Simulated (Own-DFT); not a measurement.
# How strain changes the stress of wurtzite AlN, 128 atoms (Al64N64)

Calculated results; nothing here was measured. They come from Own-DFT, an in-house plane-wave density functional program, since retired, whose code no person has reviewed. Each row is one single-point run on a periodic cell that was not relaxed, without spin or spin-orbit coupling.

Settings of every run: PBE; PseudoDojo norm-conserving scalar-relativistic files; cutoff 42 hartree; 3 x 3 x 3 k mesh centred on Gamma; Gaussian smearing of 0.01 eV.

Known limits: k mesh not checked against a denser one; stress not checked against mesh or cutoff.

Unstrained cell vectors in Å: (12.448, 0.000, 0.000); (-6.224, 10.780, 0.000); (0.000, 0.000, 9.964). The unstrained cell has measured lattice constants (interpolated for alloys), not those of this functional. That, the random moves and any unrelaxed bonds set the pressure at no strain. Each run strains this cell uniformly, with the atoms carried along. Every atom was also moved at random, by a Gaussian of width 0.05 Å on each axis. Strain is the symmetric tensor, in per cent. Stress is positive in tension, and the pressure is minus a third of its trace.

```
run  e_xx (%)  e_yy (%)  e_zz (%)  e_yz (%)  e_xz (%)  e_xy (%)  s_xx (GPa)  s_yy (GPa)  s_zz (GPa)  s_yz (GPa)  s_xz (GPa)  s_xy (GPa)  P (GPa)  E (meV/atom)
  1     -0.58      1.75     -1.99     -0.19     -0.93     -1.02       -7.77       -0.06      -13.34       -0.58       -1.93       -3.67     7.06           1.1
  2      0.63     -0.96      0.94     -0.84     -1.51     -0.39       -3.56       -9.73       -1.54       -2.34       -3.27       -2.42     4.94          13.9
  3     -0.36     -1.63     -1.11     -0.19      1.02     -0.07       -8.71      -15.45      -14.10       -1.15        2.39       -0.65    12.75          20.2
  4     -1.07      1.31     -0.08     -1.04      1.68     -0.65       -8.87       -1.26       -4.90       -2.89        4.21       -1.69     5.01           0.0
  5      1.40      0.39     -1.30     -1.17      1.76     -1.03       -0.33       -3.80       -9.99       -3.38        4.47       -4.85     4.71          14.2
  6     -1.46      0.76     -1.27      0.30      1.91      0.32      -12.89       -4.39      -11.88        0.16        4.13        0.88     9.72          13.0
  7     -1.82      1.21     -1.20     -0.44     -1.27      0.36      -15.28       -3.88       -9.33       -1.30       -4.10       -0.53     9.49          20.6
  8     -0.28     -0.01     -1.06     -0.91      0.60      0.81       -6.90       -6.94      -12.56       -2.58        2.09        3.06     8.80          14.6
  9     -1.19      1.90     -1.09      1.56     -1.93      0.73      -10.98        1.03      -10.01        3.67       -5.29        2.84     6.65          16.5
 10     -0.23      1.07      1.05      0.83     -1.65     -0.84       -5.26       -0.45       -0.34        1.70       -4.08       -3.24     2.02           5.0
 11     -1.97     -1.70      1.43      1.88      0.02      1.78      -18.75      -15.68       -1.86        5.36        0.10        7.43    12.10          50.6
 12      0.06     -0.82     -0.34      1.18      0.30     -0.23       -7.47       -9.65       -6.98        3.35        0.90        0.13     8.04           8.6
 13     -1.85     -1.07      1.83     -1.72      1.59      1.43      -16.71      -10.75       -0.05       -4.46        4.86        5.29     9.17          35.2
 14      1.80     -0.06     -1.50      0.25     -0.51     -0.65        1.52       -5.02      -12.32        0.56       -1.61       -2.47     5.28          10.4
 15     -0.91     -1.05     -1.67     -0.45      0.13      1.13      -13.81      -13.51      -13.85       -1.21        0.43        4.50    13.72          16.6
 16      0.37      0.19     -0.14     -0.81      1.79      1.21           ?           ?           ?           ?           ?           ?        ?             ?
```

E is the free energy for each atom above the lowest run shown.

## Worked fit

Each stress component was fitted by least squares to a constant and the strains of the runs shown, as fractions, with shears doubled. Shear strains stay in the fit of a normal stress only where such slopes are resolved. The slopes, in GPa:

| stress | at no strain | per e_xx | per e_yy | per e_zz | scatter |
|---|---|---|---|---|---|
| s_xx | -6.3 | 507 ± 26 | 124 ± 25 | 40 ± 26 | 1.03 |
| s_yy | -6.0 | 112 ± 13 | 477 ± 13 | 81 ± 14 | 0.54 |
| s_zz | -5.8 | 46 ± 26 | 108 ± 25 | 456 ± 26 | 1.06 |

Each shear stress against twice its own strain: yz 132 ± 5, xz 124 ± 6, xy 190 ± 22 GPa. These are stiffnesses along x, y and z of the frame in which the cell vectors are given, which need not be the crystal's axes. The atoms are held to the strained lattice; where symmetry lets them move under strain, relaxing them would lower some slopes. The table should be nearly symmetric about its diagonal, and what it lacks of that shows the noise. A ninth of its sum, 217 ± 10 GPa, estimates the bulk modulus near the mean pressure of these runs, 8.0 GPa, so it lies above the value at zero pressure.

## Withheld run

Question: what normal stresses and pressure should run 16 give?

The fit gives s_xx = -4.2, s_yy = -4.8, s_zz = -6.1 and P = 5.0 GPa. The calculation gave -4.69, -4.12, -5.25 and P = 4.69 GPa.
